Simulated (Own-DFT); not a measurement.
# Biaxial strain at fixed height in wurtzite AlN, 72 atoms (Al36N36)

Calculated, not measured: single-point runs of Own-DFT, a retired in-house plane-wave DFT program that no person has reviewed, on unrelaxed cells, without spin or spin-orbit coupling.

All runs used: PBE; PseudoDojo norm-conserving scalar-relativistic files; cutoff 42 hartree; 4 x 4 x 3 k mesh centred on Gamma; Gaussian smearing of 0.01 eV.

Keep in mind: k mesh not checked against a denser one; stress not checked against mesh or cutoff.

Unstrained cell vectors in Å: (9.336, 0.000, 0.000); (-4.668, 8.085, 0.000); (0.000, 0.000, 9.964). The unstrained cell has measured lattice constants (interpolated for alloys), not those of this functional. That, the random moves and any unrelaxed bonds set the pressure at no strain. Each run strains x and y alike by e, as a substrate would, and holds the height along z. Each coordinate of each atom was shifted by a normal deviate of width 0.05 Å. Stress is positive in tension.

| e (%) | u (Å) | (s_xx + s_yy)/2 (GPa) | s_zz (GPa) |
|---|---|---|---|
| -2.75 | 0.051 | -23.74 | -11.04 |
| -2.25 | 0.054 | -19.95 | -10.60 |
| -1.75 | 0.049 | -16.89 | -7.72 |
| -1.25 | 0.052 | -14.03 | -7.62 |
| -0.50 | 0.052 | -7.58 | -8.58 |
| -0.25 | 0.050 | -6.36 | -7.29 |
| 0.75 | 0.047 | -1.70 | -3.54 |
| 1.25 | 0.052 | 1.02 | -3.63 |
| 2.75 | 0.055 | ? | ? |
| 3.00 | 0.051 | 8.77 | -2.33 |

## Worked fit

With e as a fraction, the in-plane stress is -5.4 + 575 e - 3460 e² GPa (errors 11 and 626, scatter 0.58), and s_zz is -6.3 + 159 e GPa (slope ± 22, scatter 1.14). At e = 0 the first slope is C11 + C12 and the second 2 C13, both with the ions held to the strained lattice and at the cell's own pressure. The term in e² is negative: the layer stiffens under compression and softens under tension. A free layer would change its height as e changes, and the in-plane slope would drop by 2 C13²/C33 to the biaxial modulus. At fixed height, a misfit of 1 % moves the in-plane stress by about 5.8 GPa and s_zz by 1.6 GPa.

## The run left out

Q: what are the two stresses at e = 2.75 %?

The fit gives 7.8 and -1.9 GPa. Computed: 7.96 and -1.15 GPa.
